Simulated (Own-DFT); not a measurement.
Simulation results for Hf31SiO64 (monoclinic hafnia with substituted atoms, atoms displaced), Hf32O63 (monoclinic hafnia with one neutral oxygen vacancy, atoms displaced)

All values are calculated (Own-DFT development build). A calculation, not a measurement: plane-wave PBE and HSE06 DFT by an unreviewed code, no spin, of a simulated cell at Gamma alone, so results move with cell size and shape, stress positive in tension, energies less offsets, not probed for a lower state with spin; hafnium file: forces about 75 meV/angstrom off all-electron values; oxygen file: force components 24 meV/angstrom off all-electron in a glass; k mesh not checked against a denser one; forces and stress are PBE's, HSE06 gives the energy alone, and its difference from PBE has offsets of its own; offsets are fitted by least squares, one for each functional and potential file, so energies compare only between cells with the same atoms and settings and are not formation energies; the far tail of each file's local potential was reset to the Coulomb form; each entry is a single point on an unrelaxed cell, so the pressure reflects the starting lattice, mostly measured values, from which strain is counted, and rises with the displacements; printed positions are rounded, which can move forces by about a meV/angstrom; the program is a retired in-house code; no spin-orbit coupling.

Common to all runs: first functional PBE; second functional HSE06; exact exchange share 0.25; screening 0.11 1/bohr; exchange divergence Gygi-Baldereschi; potential files PseudoDojo norm-conserving, scalar-relativistic, made for PBE, standard set; wave cutoff 48 hartree; occupations fixed; k mesh 1 x 1 x 1 centred on Gamma.

(1) Hf31SiO64 (monoclinic hafnia with substituted atoms, atoms displaced)

```
Hf31SiO64
1.0
     10.2340     0.0000     0.0000
      0.0000    10.3500     0.0000
     -1.6955     0.0000    10.4453
Hf O Hf O Hf O Hf O Hf O Si Hf O Hf O Hf O
4 8 4 8 4 8 4 8 4 8 1 3 8 4 8 4 8
Direct
  0.14562 0.02083 0.10025
  0.37580 0.27015 0.15781
  0.37276 0.47169 0.40200
  0.13537 0.23437 0.34675
  0.03163 0.14908 0.18256
  0.46110 0.42418 0.07824
  0.45383 0.33795 0.31986
  0.05262 0.07867 0.42647
  0.22574 0.37606 0.23798
  0.26730 0.12482 0.00384
  0.26502 0.11820 0.25859
  0.23363 0.36581 0.47982
  0.13320 0.02371 0.60014
  0.35981 0.26643 0.62589
  0.37224 0.48253 0.89458
  0.13332 0.23571 0.85575
  0.03727 0.15397 0.67097
  0.45994 0.42202 0.57391
  0.47599 0.34017 0.82309
  0.02427 0.08572 0.92156
  0.22530 0.39412 0.75110
  0.26190 0.13622 0.50694
  0.27636 0.12751 0.75790
  0.23395 0.39011 0.98471
  0.13179 0.51728 0.11629
  0.34651 0.77793 0.13716
  0.35512 0.96814 0.38941
  0.13384 0.73668 0.35358
  0.03088 0.67728 0.16631
  0.45334 0.91693 0.08293
  0.46673 0.82918 0.32761
  0.02763 0.58933 0.43165
  0.22369 0.87900 0.22099
  0.27304 0.62581 0.00068
  0.28813 0.61808 0.27000
  0.22373 0.86966 0.50502
  0.13865 0.52314 0.59194
  0.35319 0.76988 0.66185
  0.36297 0.96907 0.89501
  0.14110 0.72969 0.84899
  0.03172 0.65996 0.67618
  0.46692 0.91773 0.57635
  0.47006 0.83297 0.83114
  0.04630 0.58232 0.92778
  0.23981 0.88075 0.74538
  0.26732 0.63132 0.50534
  0.27738 0.63084 0.76948
  0.21680 0.87823 0.99475
  0.64726 0.01590 0.10408
  0.85601 0.26840 0.15277
  0.86638 0.47686 0.39698
  0.64689 0.23243 0.35888
  0.53995 0.16372 0.18849
  0.95989 0.39847 0.08347
  0.95627 0.33236 0.31025
  0.53550 0.08874 0.42708
  0.71812 0.38251 0.23535
  0.77989 0.13315 0.00651
  0.78596 0.12207 0.25975
  0.72902 0.38427 0.48897
  0.63632 0.02071 0.60751
  0.86256 0.27365 0.66301
  0.86103 0.47282 0.89414
  0.64093 0.24356 0.84234
  0.54306 0.18311 0.67078
  0.96155 0.42507 0.57704
  0.97239 0.33199 0.81663
  0.53638 0.08331 0.91336
  0.72880 0.36664 0.74960
  0.77443 0.13676 0.50924
  0.78419 0.11963 0.75886
  0.73017 0.38326 0.00620
  0.65013 0.51876 0.11246
  0.85595 0.76216 0.14246
  0.84126 0.98028 0.38871
  0.63039 0.72434 0.36911
  0.54408 0.66590 0.18116
  0.96949 0.90859 0.07147
  0.97033 0.83837 0.33486
  0.53094 0.58953 0.41954
  0.72953 0.86922 0.25064
  0.77998 0.63031 0.99467
  0.77972 0.62729 0.25854
  0.72365 0.86471 0.50370
  0.64374 0.52605 0.59304
  0.85597 0.78284 0.63403
  0.85410 0.98225 0.89714
  0.64467 0.73922 0.85333
  0.53714 0.65865 0.67419
  0.96894 0.91720 0.57610
  0.95557 0.81887 0.82929
  0.54244 0.57659 0.92790
  0.72373 0.88553 0.72400
  0.77503 0.63190 0.49644
  0.77590 0.62306 0.76417
  0.71209 0.85599 0.99129
```

```
PBE energy of cell above offsets : -77.600 eV
HSE06 less PBE above offsets     : 0.830 eV
PBE pressure                     : 6.89 GPa
PBE stress xx                    : -6.66 GPa
PBE stress yy                    : -6.26 GPa
PBE stress zz                    : -7.76 GPa
PBE stress yz                    : -1.01 GPa
PBE stress xz                    : 0.31 GPa
PBE stress xy                    : 0.32 GPa
```

Force:
| element | x (eV/Å) | y (eV/Å) | z (eV/Å) |
| --- | --- | --- | --- |
| Hf | -3.101 | 1.678 | -0.544 |
| Hf | -2.122 | 0.599 | -4.743 |
| Hf | -3.13 | 3.397 | -2.082 |
| Hf | -0.35 | -2.431 | -0.196 |
| O | -0.991 | 1.112 | -0.735 |
| O | 1.131 | -1.184 | 1.332 |
| O | 3.775 | -1.502 | 2.234 |
| O | -2.945 | 0.134 | -1.811 |
| O | -0.702 | -0.132 | -0.077 |
| O | 0.88 | 1.167 | 0.581 |
| O | 1.915 | -0.22 | 0.627 |
| O | -1.448 | 1.167 | 0.847 |
| Hf | 1.624 | -0.338 | 0.676 |
| Hf | -0.951 | -0.243 | 4.07 |
| Hf | -1.104 | -0.145 | 0.527 |
| Hf | 4.397 | -1.653 | 0.42 |
| O | -2.573 | 3.18 | 1.352 |
| O | 1.951 | -0.106 | 0.965 |
| O | -0.315 | -0.289 | -0.537 |
| O | 0.116 | 0.413 | -0.292 |
| O | 0.105 | -1.164 | -2.74 |
| O | 2.325 | -0.612 | -0.261 |
| O | 0.378 | -0.156 | 0.018 |
| O | -2.019 | -2.643 | 1.104 |
| Hf | 1.692 | 0.289 | -2.755 |
| Hf | 2.866 | -4.779 | 0.253 |
| Hf | 1.228 | 1.355 | 1.751 |
| Hf | 0.218 | -1.129 | 0.405 |
| O | 1.388 | -1.574 | 1.165 |
| O | 2.338 | 1.42 | -0.428 |
| O | -1.85 | 1.74 | 0.234 |
| O | 0.491 | 0.617 | -2.186 |
| O | -1.121 | -0.41 | 4.039 |
| O | 0.293 | 2.246 | 2.011 |
| O | -1.69 | 0.658 | -1.224 |
| O | 1.023 | -0.344 | -2.272 |
| Hf | -0.337 | 0.1 | 3.509 |
| Hf | 3.159 | -1.417 | -2.97 |
| Hf | 0.23 | 4.07 | 0.57 |
| Hf | -2.835 | -1.017 | 1.621 |
| O | 0.693 | 0.239 | -0.718 |
| O | 1.622 | 1.38 | 0.533 |
| O | 0.291 | -0.375 | -0.042 |
| O | -2.308 | -1.479 | 0.149 |
| O | -2.502 | 0.73 | 0.526 |
| O | 0.447 | 0.211 | 0.808 |
| O | 1.122 | -0.257 | -1.819 |
| O | 0.683 | -1.57 | -2.404 |
| Hf | -2.271 | 0.577 | -1.232 |
| Hf | 0.535 | -1.292 | -3.05 |
| Hf | -0.016 | 1.166 | -0.69 |
| Hf | -1.309 | -0.323 | 0.362 |
| O | 1.211 | -1.159 | -0.886 |
| O | 2.77 | 2.575 | -1.548 |
| O | 1.013 | 1.266 | 3.667 |
| O | 0.339 | -0.699 | 1.028 |
| O | -0.076 | -1.79 | 2.699 |
| O | -1.114 | -0.933 | 0.482 |
| O | -1.711 | -0.667 | 0.382 |
| O | -1.145 | -1.501 | 0.019 |
| Si | -2.434 | -0.202 | -1.264 |
| Hf | 1.894 | -2.181 | -4.461 |
| Hf | 1.125 | 3.153 | 1.754 |
| Hf | -3.145 | -3.178 | 3.743 |
| O | 1.514 | -3.013 | -1.999 |
| O | -0.071 | -1.464 | -0.015 |
| O | -1.661 | 2.145 | 1.712 |
| O | 0.318 | -0.799 | 1.517 |
| O | 0.99 | 3.559 | -1.668 |
| O | -0.529 | -1.136 | 0.323 |
| O | -0.97 | -0.065 | -0.852 |
| O | 0.128 | -1.801 | -2.631 |
| Hf | -3.169 | 2.978 | -2.148 |
| Hf | 1.081 | 1.019 | -0.174 |
| Hf | 3.936 | -0.971 | 2.418 |
| Hf | 1.702 | 2.021 | -4.811 |
| O | -0.575 | 0.372 | -0.284 |
| O | -1.773 | 0.029 | 0.076 |
| O | -0.909 | 0.473 | -0.404 |
| O | -0.73 | -2.39 | 1.926 |
| O | -0.818 | 1.99 | -1.189 |
| O | 0.502 | -0.234 | 1.918 |
| O | 0.707 | -1.375 | 0.514 |
| O | -1.577 | 2.924 | -2.47 |
| Hf | -1.321 | 0.804 | 2.632 |
| Hf | 3.215 | -2.729 | 3.347 |
| Hf | 2.958 | -1.079 | 0.321 |
| Hf | -0.983 | -4.846 | -1.644 |
| O | -0.463 | 0.599 | -0.485 |
| O | -1.353 | -0.523 | -0.422 |
| O | -0.754 | 1.745 | -0.456 |
| O | 1.396 | 2.067 | -0.478 |
| O | -1.713 | 2.154 | 0.907 |
| O | 0.148 | -0.301 | 1.851 |
| O | 0.391 | -1.237 | -1.699 |
| O | 0.728 | 3.544 | 1.872 |

(2) Hf32O63 (monoclinic hafnia with one neutral oxygen vacancy, atoms displaced)

```
Hf32O63
1.0
     10.2340     0.0000     0.0000
      0.0000    10.3500     0.0000
     -1.6955     0.0000    10.4453
Hf O Hf O Hf O Hf O Hf O Hf O Hf O Hf O
4 7 4 8 4 8 4 8 4 8 4 8 4 8 4 8
Direct
  0.13484 0.02003 0.09935
  0.36461 0.26842 0.14743
  0.36483 0.48503 0.39378
  0.13984 0.23849 0.35642
  0.03759 0.16270 0.17711
  0.46351 0.41310 0.07897
  0.47260 0.32985 0.32147
  0.03549 0.07913 0.41665
  0.21526 0.37461 0.24017
  0.27040 0.11287 0.25694
  0.22244 0.37807 0.48069
  0.14209 0.01936 0.60824
  0.36028 0.27188 0.64599
  0.35220 0.47970 0.89219
  0.13930 0.23388 0.85844
  0.03637 0.16593 0.68030
  0.46156 0.40909 0.57980
  0.46952 0.33240 0.82907
  0.03948 0.08495 0.92627
  0.22217 0.37500 0.73927
  0.27615 0.13500 0.50904
  0.26810 0.11533 0.76126
  0.22624 0.36717 0.99032
  0.13026 0.53107 0.09968
  0.36297 0.76375 0.14118
  0.36725 0.97322 0.39401
  0.13890 0.73904 0.35501
  0.02783 0.67495 0.17187
  0.45575 0.91787 0.07951
  0.46531 0.82738 0.33298
  0.03951 0.57546 0.42093
  0.22278 0.88786 0.23691
  0.27709 0.63305 0.01740
  0.27292 0.61044 0.26118
  0.22332 0.86895 0.48739
  0.13412 0.51460 0.60372
  0.37149 0.76790 0.63986
  0.36008 0.97669 0.88447
  0.13289 0.72684 0.84988
  0.03073 0.67368 0.67705
  0.46797 0.91925 0.57666
  0.45714 0.83162 0.82325
  0.03357 0.58091 0.92210
  0.23107 0.88215 0.73863
  0.28717 0.61831 0.50819
  0.26947 0.62508 0.76087
  0.21514 0.87871 0.99046
  0.64261 0.02416 0.10552
  0.86439 0.27384 0.14229
  0.86217 0.47909 0.39767
  0.63727 0.23593 0.34863
  0.52990 0.16229 0.16477
  0.95731 0.40672 0.07976
  0.96027 0.33516 0.32686
  0.53561 0.08725 0.43015
  0.71789 0.37551 0.23650
  0.78053 0.13551 0.01766
  0.77182 0.11377 0.26098
  0.72113 0.36891 0.49605
  0.63440 0.01814 0.60148
  0.86544 0.26255 0.64106
  0.85529 0.46710 0.89511
  0.64569 0.22543 0.86110
  0.53149 0.17109 0.67718
  0.97396 0.42110 0.57782
  0.96505 0.32946 0.83068
  0.54389 0.08875 0.92538
  0.72143 0.37936 0.74228
  0.77715 0.13433 0.51356
  0.77817 0.12241 0.75459
  0.72505 0.37986 0.98722
  0.63222 0.52163 0.10442
  0.86353 0.77074 0.15160
  0.86244 0.98484 0.39742
  0.63842 0.72318 0.35494
  0.54090 0.66704 0.16777
  0.95671 0.91516 0.07639
  0.95984 0.83256 0.31570
  0.53460 0.58575 0.42032
  0.72839 0.87669 0.24736
  0.76813 0.63564 0.01298
  0.77708 0.62442 0.25449
  0.71862 0.87431 0.48107
  0.63609 0.51739 0.59960
  0.86364 0.77935 0.64875
  0.86438 0.98426 0.89322
  0.63836 0.73558 0.85159
  0.53620 0.66803 0.67090
  0.96143 0.90547 0.57006
  0.96964 0.84575 0.82444
  0.54667 0.58253 0.92323
  0.71977 0.87697 0.73566
  0.76759 0.62395 0.50852
  0.77313 0.62646 0.74990
  0.72703 0.87082 0.98057
```

```
PBE energy of cell above offsets : -90.019 eV
HSE06 less PBE above offsets     : 0.113 eV
PBE pressure                     : 5.94 GPa
PBE stress xx                    : -5.86 GPa
PBE stress yy                    : -6.01 GPa
PBE stress zz                    : -5.95 GPa
PBE stress yz                    : -0.05 GPa
PBE stress xz                    : -0.37 GPa
PBE stress xy                    : -0.63 GPa
```

Force:
| element | x (eV/Å) | y (eV/Å) | z (eV/Å) |
| --- | --- | --- | --- |
| Hf | 0.242 | 0.71 | 1.34 |
| Hf | -1.72 | -0.27 | -0.58 |
| Hf | -0.919 | -1.84 | -0.038 |
| Hf | -0.162 | -2.102 | -1.371 |
| O | -1.208 | 0.98 | -0.374 |
| O | -0.196 | 0.728 | -0.638 |
| O | -1.748 | 1.36 | 0.627 |
| O | 0.279 | 0.352 | 1.196 |
| O | 0.966 | 0.547 | -0.731 |
| O | 1.14 | 1.157 | 0.398 |
| O | -0.17 | 0.006 | 1.5 |
| Hf | -0.688 | 0.529 | -1.36 |
| Hf | 0.921 | -0.66 | 0.444 |
| Hf | 2.983 | -0.827 | 0.598 |
| Hf | 0.183 | -1.424 | 0.496 |
| O | 0.079 | -0.755 | -1.397 |
| O | 0.945 | 1.38 | -0.94 |
| O | -1.338 | 0.922 | 0.452 |
| O | -0.671 | 0.388 | -0.906 |
| O | 0.039 | 0.622 | 0.023 |
| O | -0.451 | -0.716 | 0.546 |
| O | 0.659 | 0.825 | 0.211 |
| O | -0.046 | 0.866 | 0.091 |
| Hf | -0.316 | -1.723 | 1.665 |
| Hf | 0.364 | 2.771 | 1.307 |
| Hf | -0.656 | 1.84 | -0.964 |
| Hf | -0.799 | -1.287 | -1.018 |
| O | 2.84 | -2.156 | -0.207 |
| O | 0.922 | 0.038 | -0.516 |
| O | -0.299 | -0.401 | -0.515 |
| O | 0.044 | 1.343 | -0.193 |
| O | 0.357 | -2.778 | 0.934 |
| O | -0.54 | -1.187 | -1.607 |
| O | -0.352 | 1.829 | -0.924 |
| O | 0.385 | 0.263 | 0.587 |
| Hf | 1.811 | 2.072 | -0.504 |
| Hf | -1.361 | -0.314 | 0.274 |
| Hf | -0.182 | 0.906 | 2.719 |
| Hf | 0.06 | 1.395 | 0.714 |
| O | 0.83 | -1.294 | -0.742 |
| O | -1.128 | -0.843 | 0.226 |
| O | 1.233 | -0.595 | 0.176 |
| O | 0.032 | 0.09 | 0.056 |
| O | -0.865 | -0.794 | -0.769 |
| O | -0.665 | 1.584 | 0.731 |
| O | 0.472 | -0.738 | 0.051 |
| O | 0.962 | -1.224 | -1.378 |
| Hf | -0.64 | -1.716 | 0.21 |
| Hf | -0.701 | -2.06 | 2.381 |
| Hf | 0.038 | 0.799 | -0.686 |
| Hf | 0.647 | -1.661 | 0.708 |
| O | 0.534 | -0.028 | 0.666 |
| O | 2.917 | 3.178 | -1.276 |
| O | -0.057 | -0.272 | 0.45 |
| O | -0.121 | 0.098 | -1.136 |
| O | 0.43 | 0.228 | 0.368 |
| O | 0.001 | -0.715 | -1.173 |
| O | -0.189 | 1.084 | -0.128 |
| O | 0.763 | 0.26 | -0.858 |
| Hf | 0.576 | 1.676 | 0.301 |
| Hf | -0.706 | 1.412 | 1.321 |
| Hf | -0.038 | 2.706 | -1.039 |
| Hf | -1.157 | 1.662 | -1.821 |
| O | 0.852 | -1.353 | -0.117 |
| O | -2.584 | -1.909 | 0.135 |
| O | -0.495 | 0.282 | -0.081 |
| O | -1.388 | -1.637 | -0.097 |
| O | 0.683 | -0.164 | -0.44 |
| O | 0.234 | -1.078 | -0.909 |
| O | -0.121 | -0.19 | 0.777 |
| O | -0.892 | -1.55 | 0.376 |
| Hf | 1.499 | -0.12 | -1.064 |
| Hf | -2.594 | 0.604 | -2.735 |
| Hf | -0.211 | -1.089 | -1.031 |
| Hf | 1.489 | 1.868 | -0.54 |
| O | -1.658 | 1.028 | 0.708 |
| O | 0.933 | 1.121 | -0.712 |
| O | 1.57 | 0.71 | 3.2 |
| O | -0.738 | -1.148 | 0.211 |
| O | -0.883 | 0.519 | -1.285 |
| O | 1.047 | -0.758 | -0.569 |
| O | -0.212 | -1.628 | 1.685 |
| O | -0.068 | -0.145 | 1.249 |
| Hf | 0.266 | 0.006 | 1.792 |
| Hf | -1.882 | -2.03 | -0.421 |
| Hf | -0.068 | -0.732 | 1.037 |
| Hf | 0.755 | -1.621 | 0.923 |
| O | -0.202 | -0.307 | -0.493 |
| O | 2.032 | 2.109 | -0.035 |
| O | -0.116 | -0.258 | -0.311 |
| O | -2.517 | -0.498 | -0.854 |
| O | 0.29 | 0.793 | -0.004 |
| O | 1.068 | 0.571 | -0.294 |
| O | 0.076 | -0.951 | 1.35 |
| O | -0.728 | 1.327 | 0.575 |

(3) Hf32O63 (monoclinic hafnia with one neutral oxygen vacancy, atoms displaced)

```
Hf32O63
1.0
     10.2340     0.0000     0.0000
      0.0000    10.3500     0.0000
     -1.6955     0.0000    10.4453
Hf O Hf O Hf O Hf O Hf O Hf O Hf O Hf O
4 7 4 8 4 8 4 8 4 8 4 8 4 8 4 8
Direct
  0.13890 0.01659 0.11082
  0.36157 0.26622 0.14871
  0.36504 0.47878 0.40074
  0.13787 0.22472 0.35348
  0.03499 0.16904 0.17470
  0.46473 0.33625 0.32828
  0.03790 0.08133 0.42010
  0.22319 0.38261 0.23198
  0.27438 0.12871 0.01437
  0.27639 0.12158 0.25900
  0.22666 0.36716 0.49126
  0.13632 0.02086 0.60331
  0.36028 0.27291 0.64633
  0.35495 0.48444 0.89639
  0.13832 0.23096 0.85630
  0.03644 0.17032 0.67664
  0.46393 0.41270 0.57736
  0.46687 0.33371 0.83386
  0.03507 0.08438 0.91723
  0.22061 0.37808 0.73387
  0.27471 0.12643 0.50989
  0.27762 0.12111 0.75728
  0.22613 0.36957 0.98818
  0.13806 0.52236 0.10398
  0.36276 0.76964 0.14593
  0.36511 0.97730 0.39678
  0.13596 0.72439 0.35314
  0.04140 0.66371 0.17343
  0.45992 0.91716 0.07453
  0.46001 0.83236 0.32770
  0.03720 0.58373 0.42095
  0.22754 0.87936 0.23698
  0.27459 0.63614 0.00607
  0.27517 0.62011 0.26368
  0.22984 0.87229 0.49498
  0.13997 0.52647 0.60747
  0.35933 0.77339 0.64317
  0.36059 0.98255 0.89454
  0.13378 0.72758 0.85091
  0.03337 0.66602 0.66675
  0.46424 0.91293 0.57802
  0.46715 0.83038 0.82649
  0.03662 0.57826 0.92283
  0.22345 0.87464 0.74571
  0.27905 0.62753 0.51639
  0.27933 0.62003 0.76082
  0.22516 0.86828 0.98737
  0.63916 0.01728 0.10476
  0.86155 0.27018 0.14382
  0.86346 0.47960 0.39766
  0.63571 0.23034 0.35156
  0.54080 0.16855 0.17104
  0.96278 0.41026 0.08083
  0.96156 0.33346 0.32957
  0.54102 0.08509 0.42556
  0.73014 0.37411 0.24161
  0.77221 0.13436 0.01737
  0.77170 0.12499 0.25919
  0.71831 0.37073 0.48788
  0.64267 0.01552 0.60716
  0.86257 0.26815 0.64621
  0.86077 0.48214 0.89425
  0.63561 0.22852 0.84997
  0.54185 0.16123 0.67407
  0.96879 0.42018 0.57984
  0.96204 0.33148 0.83142
  0.53654 0.09162 0.92480
  0.72676 0.38036 0.74205
  0.77634 0.12681 0.50678
  0.77540 0.12132 0.75987
  0.72463 0.36842 0.99182
  0.64347 0.52294 0.10552
  0.86140 0.77074 0.14423
  0.85980 0.97997 0.39853
  0.64219 0.72865 0.34882
  0.53706 0.67241 0.17415
  0.95775 0.91470 0.07387
  0.96020 0.83693 0.32418
  0.53862 0.58853 0.42081
  0.72266 0.87844 0.23970
  0.77512 0.63614 0.00941
  0.77862 0.62425 0.26170
  0.73187 0.86845 0.49088
  0.63575 0.52090 0.59847
  0.86275 0.76966 0.64619
  0.86022 0.98042 0.89605
  0.63720 0.72602 0.85668
  0.53373 0.66698 0.66934
  0.96068 0.91434 0.57902
  0.96210 0.83527 0.82980
  0.53912 0.58544 0.92494
  0.72356 0.87838 0.73963
  0.77214 0.62643 0.50701
  0.77456 0.62254 0.76041
  0.71909 0.87433 0.99218
```

```
PBE energy of cell above offsets : -93.715 eV
HSE06 less PBE above offsets     : -0.093 eV
PBE pressure                     : 4.13 GPa
PBE stress xx                    : -3.89 GPa
PBE stress yy                    : -4.31 GPa
PBE stress zz                    : -4.19 GPa
PBE stress yz                    : 0.38 GPa
PBE stress xz                    : 0.06 GPa
PBE stress xy                    : -0.08 GPa
```

Force:
| element | x (eV/Å) | y (eV/Å) | z (eV/Å) |
| --- | --- | --- | --- |
| Hf | -0.394 | 0.673 | -1.644 |
| Hf | 0.557 | 1.129 | -0.681 |
| Hf | -0.383 | 0.153 | -1.124 |
| Hf | -0.345 | 1.365 | 0.097 |
| O | 0.73 | -1.144 | -0.329 |
| O | -0.139 | -0.296 | -0.369 |
| O | -0.555 | -0.514 | 0.561 |
| O | 0.12 | -0.732 | 0.965 |
| O | -0.027 | -0.378 | -0.287 |
| O | 0.046 | -0.261 | 0.459 |
| O | -0.08 | 0.299 | -0.53 |
| Hf | 0.124 | 0.064 | 0.45 |
| Hf | 0.273 | -0.896 | 0.219 |
| Hf | 1.854 | -1.087 | 0.434 |
| Hf | -0.341 | -0.245 | -0.139 |
| O | 0.147 | -0.662 | -0.88 |
| O | 0.679 | 0.524 | 0.013 |
| O | -1.008 | 0.675 | -0.607 |
| O | -0.308 | -0.583 | 0.8 |
| O | 0.166 | 0.172 | 0.721 |
| O | 0.191 | 0.231 | 0.183 |
| O | -0.235 | -0.081 | 0.329 |
| O | 0.457 | 0.374 | 0.102 |
| Hf | 0.347 | -1.234 | 0.066 |
| Hf | -0.107 | 0.439 | -0.377 |
| Hf | 0.348 | 0.466 | 0.394 |
| Hf | 0.358 | 0.953 | 0.257 |
| O | -1.361 | 1.008 | -0.083 |
| O | 0.512 | 0.264 | 0.348 |
| O | 0.955 | -0.219 | 0.151 |
| O | -0.119 | -0.037 | 0.142 |
| O | -0.731 | -0.076 | 0.51 |
| O | -0.185 | -0.975 | 0.293 |
| O | 0.209 | 0.284 | -0.01 |
| O | -0.989 | -0.33 | -0.933 |
| Hf | 0.283 | -1.637 | -0.71 |
| Hf | 0.86 | -0.448 | 1.223 |
| Hf | 0.64 | -0.899 | 0.293 |
| Hf | 0.6 | 0.957 | 0.793 |
| O | -0.106 | 0.616 | 0.786 |
| O | 0.953 | 0.838 | -0.274 |
| O | -0.652 | 0.946 | 0.23 |
| O | -0.043 | 0.344 | -0.445 |
| O | -0.173 | 0.687 | -0.977 |
| O | -0.19 | 0.015 | -0.776 |
| O | -0.772 | 0.337 | -0.109 |
| O | -0.663 | 0.554 | 0.241 |
| Hf | -0.26 | 0.974 | -0.152 |
| Hf | -0.676 | -0.099 | 0.693 |
| Hf | -0.091 | -0.87 | 0.022 |
| Hf | 0.817 | -0.171 | 0.342 |
| O | -1.498 | 0.571 | -0.133 |
| O | 1.25 | 1.874 | -0.717 |
| O | 1.024 | -0.376 | 0.458 |
| O | -1.122 | -0.807 | -0.268 |
| O | -0.969 | 1.548 | -0.427 |
| O | 0.521 | -1.316 | -1.257 |
| O | 0.588 | -1.252 | 0.65 |
| O | 0.604 | 0.094 | 0.325 |
| Hf | -0.544 | 0.656 | -0.589 |
| Hf | -0.119 | 0.824 | 0.016 |
| Hf | -0.376 | -1.402 | 0.309 |
| Hf | 0.363 | 0.707 | 1.166 |
| O | -1.284 | 0.654 | -0.41 |
| O | -0.822 | -0.46 | -0.08 |
| O | 0.305 | 0.115 | -0.139 |
| O | -1.076 | -1.403 | 0.036 |
| O | -0.079 | 0.187 | -0.66 |
| O | 0.374 | 0.267 | 0.865 |
| O | 0.649 | -0.28 | 0.049 |
| O | -0.211 | 1.272 | -0.246 |
| Hf | -0.682 | -1.042 | -0.331 |
| Hf | -0.013 | 0.461 | 0.394 |
| Hf | -0.059 | 0.564 | -0.959 |
| Hf | -0.68 | 0.696 | 1.125 |
| O | 0.48 | -0.954 | -0.658 |
| O | 1.17 | 0.548 | 0.476 |
| O | 1.141 | -0.726 | 0.152 |
| O | -1.124 | -0.919 | 0.004 |
| O | 0.025 | 0.045 | 0.046 |
| O | 0.452 | -0.788 | 0.2 |
| O | 0.247 | -0.548 | -0.333 |
| O | -0.909 | -0.177 | -0.231 |
| Hf | 0.226 | 0.212 | 1.141 |
| Hf | -1.13 | -0.222 | -0.067 |
| Hf | -0.007 | 0.476 | 0.032 |
| Hf | -0.231 | 0.944 | -1.057 |
| O | 0.161 | -0.32 | 0.107 |
| O | 1.296 | 0.871 | 0.034 |
| O | 0.453 | -0.728 | -0.335 |
| O | -1.154 | -1.17 | 0.494 |
| O | 0.199 | -0.109 | 0.209 |
| O | 0.711 | 0.37 | 0.459 |
| O | 0.32 | -0.139 | -0.091 |
| O | 0.234 | -0.285 | -0.441 |
